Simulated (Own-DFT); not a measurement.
# Short bonds, stiff crystals?

Source: density functional calculations with Own-DFT, an unreviewed in-house program that is no longer used. Nothing was measured or relaxed, and spin and spin-orbit coupling are left out.

Caveats (not all hold for every row): forces on such cells moved up to 12 meV/angstrom on a denser k mesh; forces not confirmed at this smearing and k mesh; k mesh not checked against a denser one; forces on such cells passed a denser k mesh, each cell not checked; stress not checked against mesh or cutoff.

All runs are PBE with PseudoDojo norm-conserving files; cutoff and k mesh are each material's own. Every cell starts from measured lattice constants and was given uniform random strains and small random moves of its atoms. Each triple is the change of volume in per cent, the rms move u in Å and the pressure in GPa.

- 3C SiC (C48Si48), 10.36 Å³/atom unstrained: (-2.12, 0.049, 10.30); (-0.61, 0.049, 6.87); (-0.14, 0.052, 6.28); (0.19, 0.046, 4.84); (0.46, 0.053, 4.87); (1.44, 0.045, 2.17); (2.43, 0.050, 0.25)
- wurtzite GaN (Ga48N48), 11.42 Å³/atom unstrained: (-1.50, 0.048, 10.25); (-0.75, 0.049, 8.89); (0.16, 0.053, 7.91); (0.49, 0.052, 6.23); (0.83, 0.053, 6.10); (1.86, 0.047, 3.36); (3.17, 0.050, 1.27)
- diamond silicon (Si64), 20.02 Å³/atom unstrained: (-3.32, 0.048, 6.16); (-1.58, 0.052, 4.33); (-1.52, 0.049, 4.07); (1.49, 0.054, 1.49); (1.56, 0.048, 1.08); (1.77, 0.050, 1.16); (3.53, 0.050, -0.31)
- zincblende GaAs (As32Ga32), 22.58 Å³/atom unstrained: withheld
- zincblende InP (In48P48), 25.27 Å³/atom unstrained: (-3.60, 0.051, 6.61); (-1.86, 0.046, 5.17); (-1.16, 0.046, 4.46); (-0.80, 0.054, 4.38); (-0.60, 0.054, 4.29); (0.03, 0.049, 3.78); (3.11, 0.047, 1.62)
- grey tin (Sn64), 34.15 Å³/atom unstrained: (-3.17, 0.049, 5.73); (-1.81, 0.043, 4.70); (-1.52, 0.049, 4.61); (-0.89, 0.045, 4.19); (-0.81, 0.048, 4.19); (0.27, 0.053, 3.74); (1.80, 0.049, 2.77)

## Worked fit

Fit a line to each set against the fractional change of volume; B is minus its slope, and u is nearly the same within a set. To take it to zero pressure, assume that B rises by 4 GPa for each GPa: B0 = B - 4 x (mean pressure). The bond length of an ideal tetrahedral crystal with the unstrained volume v is d = (√3/4)(8 v)^(1/3). Cohen's empirical rule reads B0 = (1971 - 220 L) d^(-3.5) GPa, with L = 0 for group IV crystals and SiC and 1 for III-V compounds.

| material | L | d (Å) | B (GPa) | mean P (GPa) | B0 (GPa) | rule (GPa) |
|---|---|---|---|---|---|---|
| 3C SiC (C48Si48) | 0 | 1.888 | 223 ± 8 | 5.1 | 203 ± 8 | 213 |
| wurtzite GaN (Ga48N48) | 1 | 1.950 | 199 ± 11 | 6.3 | 173 ± 11 | 169 |
| diamond silicon (Si64) | 0 | 2.352 | 94 ± 3 | 2.6 | 84 ± 3 | 99 |
| zincblende GaAs (As32Ga32) | 1 | 2.448 | ? | ? | ? | 76 |
| zincblende InP (In48P48) | 1 | 2.541 | 73 ± 2 | 4.3 | 56 ± 2 | 67 |
| grey tin (Sn64) | 0 | 2.810 | 57 ± 3 | 4.3 | 40 ± 3 | 53 |

A line through ln[B0/(1971 - 220 L)] against ln d has a slope of -4.2 ± 0.1 and a scatter of 4 %. Against the rule, B0 stands at 95 % for 3C SiC, 103 % for wurtzite GaN, 85 % for diamond silicon, 84 % for zincblende InP, 75 % for grey tin. PBE tends to make silicon and heavier crystals too soft, and the rule itself is only a guide.

## Test on the hidden row

Q: what B0 does the fitted trend give for zincblende GaAs (As32Ga32)?

The straight line predicts 64 GPa. Its own runs give B = 76 ± 3 GPa at a mean pressure of 3.6 GPa, so B0 = 62 GPa.
